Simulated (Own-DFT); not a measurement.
# Bulk modulus against bond length in tetrahedral crystals

Everything here is calculated. The program is Own-DFT (plane waves, in-house, since retired, never reviewed by a person); positions were held fixed, and spin and spin-orbit coupling were off.

Caveats (not all hold for every row): forces on such cells moved up to 12 meV/angstrom on a denser k mesh; forces not confirmed at this smearing and k mesh; k mesh not checked against a denser one; forces on such cells passed a denser k mesh, each cell not checked; stress not checked against mesh or cutoff.

All runs are PBE with PseudoDojo norm-conserving files; cutoff and k mesh are each material's own. Every cell starts from measured lattice constants and was given uniform random strains and small random moves of its atoms. Each triple is the change of volume in per cent, the rms move u in Å and the pressure in GPa.

- 4H SiC (C36Si36), 10.36 Å³/atom unstrained: (-1.88, 0.047, 9.35); (-1.32, 0.052, 8.46); (-0.25, 0.044, 5.44); (-0.24, 0.048, 5.72); (1.25, 0.050, 2.47); (2.16, 0.049, 0.31); (2.40, 0.045, -0.33)
- wurtzite AlN (Al64N64), 10.45 Å³/atom unstrained: (-3.93, 0.052, 14.86); (-2.13, 0.049, 10.56); (-1.26, 0.050, 8.53); (-0.57, 0.049, 7.10); (-0.45, 0.048, 6.59); (0.71, 0.050, 3.99); (1.14, 0.053, 4.10)
- wurtzite GaN (Ga36N36), 11.42 Å³/atom unstrained: (-2.98, 0.049, 13.83); (-1.46, 0.047, 10.11); (-0.45, 0.056, 8.39); (0.13, 0.051, 6.99); (0.65, 0.050, 5.84); (1.50, 0.050, 4.04); (2.58, 0.049, 2.55)
- diamond silicon (Si64), 20.02 Å³/atom unstrained: withheld
- zincblende InP (In32P32), 25.27 Å³/atom unstrained: (-3.03, 0.052, 6.27); (-1.96, 0.050, 5.41); (-1.89, 0.053, 5.12); (-0.76, 0.049, 4.20); (0.41, 0.051, 3.34); (0.88, 0.047, 3.11); (1.78, 0.054, 2.52)
- grey tin (Sn64), 34.15 Å³/atom unstrained: (-3.53, 0.049, 5.68); (-1.59, 0.050, 4.70); (-1.24, 0.049, 4.39); (-0.41, 0.052, 3.94); (-0.14, 0.050, 3.76); (1.18, 0.052, 3.19); (1.81, 0.048, 2.91)

## Worked fit

Fit a line to each set against the fractional change of volume; B is minus its slope, and u is nearly the same within a set. To take it to zero pressure, assume that B rises by 4 GPa for each GPa: B0 = B - 4 x (mean pressure). The bond length of an ideal tetrahedral crystal with the unstrained volume v is d = (√3/4)(8 v)^(1/3). Cohen's empirical rule reads B0 = (1971 - 220 L) d^(-3.5) GPa, with L = 0 for group IV crystals and SiC and 1 for III-V compounds.

```
                material  L  d (Å)   B (GPa)  mean P (GPa)  B0 (GPa)  rule (GPa)
        4H SiC (C36Si36)  0  1.888   227 ± 5           4.5   209 ± 5         213
  wurtzite AlN (Al64N64)  1  1.893  221 ± 10           8.0  189 ± 10         188
  wurtzite GaN (Ga36N36)  1  1.950   205 ± 7           7.4   176 ± 7         169
  diamond silicon (Si64)  0  2.352         ?             ?         ?          99
zincblende InP (In32P32)  1  2.541    78 ± 3           4.3    61 ± 3          67
         grey tin (Sn64)  0  2.810    53 ± 2           4.1    36 ± 2          53
```

A line through ln[B0/(1971 - 220 L)] against ln d has a slope of -4.3 ± 0.2 and a scatter of 9 %. Against the rule, B0 stands at 98 % for 4H SiC, 101 % for wurtzite AlN, 104 % for wurtzite GaN, 91 % for zincblende InP, 69 % for grey tin. PBE tends to make silicon and heavier crystals too soft, and the rule itself is only a guide.

## Withheld run

Q: what B0 does the fitted trend give for diamond silicon (Si64)?

From the line: 85 GPa. Its own runs give B = 101 ± 2 GPa at a mean pressure of 3.0 GPa, so B0 = 89 GPa.
